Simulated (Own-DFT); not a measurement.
# What a defect does to the pressure of its cell: monoclinic HfO2

Source: density functional calculations with Own-DFT, an unreviewed in-house program that is no longer used. Nothing was measured or relaxed, and spin and spin-orbit coupling are left out.

Method: PBE; PseudoDojo norm-conserving scalar-relativistic files; cutoff 72 hartree; 2 x 2 x 2 k mesh centred on Gamma; Fermi-Dirac smearing of 0.1 eV.

Limits (not all hold for every row): not probed for a lower state with spin; hafnium file: forces about 75 meV/angstrom off all-electron values; oxygen file: force components 24 meV/angstrom off all-electron in a glass; forces on such cells passed a denser k mesh, each cell not checked; stress not checked against mesh or cutoff.

All runs share one cell, with vectors in Å (10.234, 0.000, 0.000); (0.000, 10.350, 0.000); (-1.696, 0.000, 10.445) and a volume of 1106.4 Å³. The atoms are randomly displaced, by u rms on each axis. The defect's site can differ from row to row.

```
cell,formula,u (Å),P (GPa)
no defect,Hf32O64,0.0194,3.88
no defect,Hf32O64,0.0216,4.20
no defect,Hf32O64,0.0496,4.76
one Si on a Hf site,Hf31O64Si,0.0275,?
one Si on a Hf site,Hf31O64Si,0.0305,2.72
one Si on a Hf site,Hf31O64Si,0.0476,4.09
one Si on a Hf site,Hf31O64Si,0.0538,4.31
two O vacancies,Hf32O62,0.0288,3.56
two O vacancies,Hf32O62,0.0495,5.26
two O vacancies,Hf32O62,0.0511,5.94
two Al on a Hf site each and one O vacancy,Al2Hf30O63,0.0318,2.09
two Al on a Hf site each and one O vacancy,Al2Hf30O63,0.0515,2.59
two Al on a Hf site each and one O vacancy,Al2Hf30O63,0.0525,3.17
```

## Analysis

P = P0 + c u² + a shift for each defect gives P0 = 3.52 GPa, c = 692 ± 148 GPa/Å² and a scatter of 0.44 GPa. The shifts, and each times the cell's volume:

- two O vacancies: 0.04 ± 0.38 GPa, 0.3 eV (0.1 eV for each of its 2 sites) (not resolved)
- one Si on a Hf site: -1.22 ± 0.38 GPa, -8.4 eV
- two Al on a Hf site each and one O vacancy: -2.38 ± 0.39 GPa, -16.4 eV

A positive shift means that the defect pushes the cell outwards. Shift times volume (160.2 GPa Å³ is 1 eV) depends little on the cell's size, so, taken for each site, it can be compared between cells at like pressure. The atoms around the defects weren't relaxed, which would change these numbers.

## Check

Question: what pressure belongs in the blank (one Si on a Hf site, u = 0.0275 Å)?

From the fit: 2.82 ± 0.54 GPa. The hidden result is 2.43 GPa.
